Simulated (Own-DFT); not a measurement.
# Response to strain: diamond-structure GeSn with randomly placed atoms, 64 atoms (Ge52Sn12)

These are calculations, not measurements. They come from Own-DFT, an in-house plane-wave density functional program, since retired, whose code no person has reviewed. Each row is one single-point run on a periodic cell that was not relaxed, without spin or spin-orbit coupling.

Settings of every run: PBE; PseudoDojo norm-conserving scalar-relativistic files; cutoff 49 hartree; 3 x 3 x 3 k mesh centred on Gamma; Fermi-Dirac smearing of 0.1 eV.

Known limits: forces on such cells moved up to 12 meV/angstrom on a denser k mesh; stress not checked against mesh or cutoff.

Unstrained cell vectors in Å: (11.628, 0.000, 0.000); (0.000, 11.628, 0.000); (0.000, 0.000, 11.628). The unstrained cell has measured lattice constants (interpolated for alloys), not those of this functional. That, the random moves and any unrelaxed bonds set the pressure at no strain. Each run strains this cell uniformly, with the atoms carried along. Every atom was also moved at random, by a Gaussian of width 0.05 Å on each axis. The random placing of the alloy's atoms differs from row to row. Strain is the symmetric tensor, in per cent. Stress is positive in tension, and the pressure is minus a third of its trace.

```
run,e_xx (%),e_yy (%),e_zz (%),s_xx (GPa),s_yy (GPa),s_zz (GPa),P (GPa),E (meV/atom)
1,0.75,0.75,0.00,-4.17,-4.30,-4.49,4.32,26.2
2,-0.25,-0.25,0.00,-5.96,-6.00,-5.77,5.91,51.0
3,-2.00,-2.00,0.00,-9.33,-9.54,-8.21,9.03,99.9
4,1.25,1.25,0.00,-3.44,-3.52,-4.24,3.74,24.1
5,1.75,1.75,0.00,-2.56,-2.50,-3.40,2.82,0.7
6,1.00,1.00,0.00,-3.95,-4.04,-4.61,4.20,37.6
7,1.50,1.50,0.00,-2.74,-2.84,-3.58,3.05,0.0
8,0.50,0.50,0.00,-4.58,-4.40,-4.95,4.64,24.5
9,-1.00,-1.00,0.00,?,?,?,?,?
```

E is the free energy for each atom above the lowest run shown.

## Worked fit

The change of volume is close to e_xx + e_yy + e_zz. A straight line through the runs shown gives P = 5.65 - 82 x (fractional change of volume) GPa, with an error of 3 on the slope and a scatter of 0.16 GPa. The strain isn't the same on all axes, but the crystal is cubic, so the slope still estimates the bulk modulus, averaged over pressures from 2.8 to 9.0 GPa.

## Withheld run

Question: what pressure should run 9 give? Its volume changes by -1.99 %.

The line gives 7.3 GPa. The calculation gave 6.98 GPa.
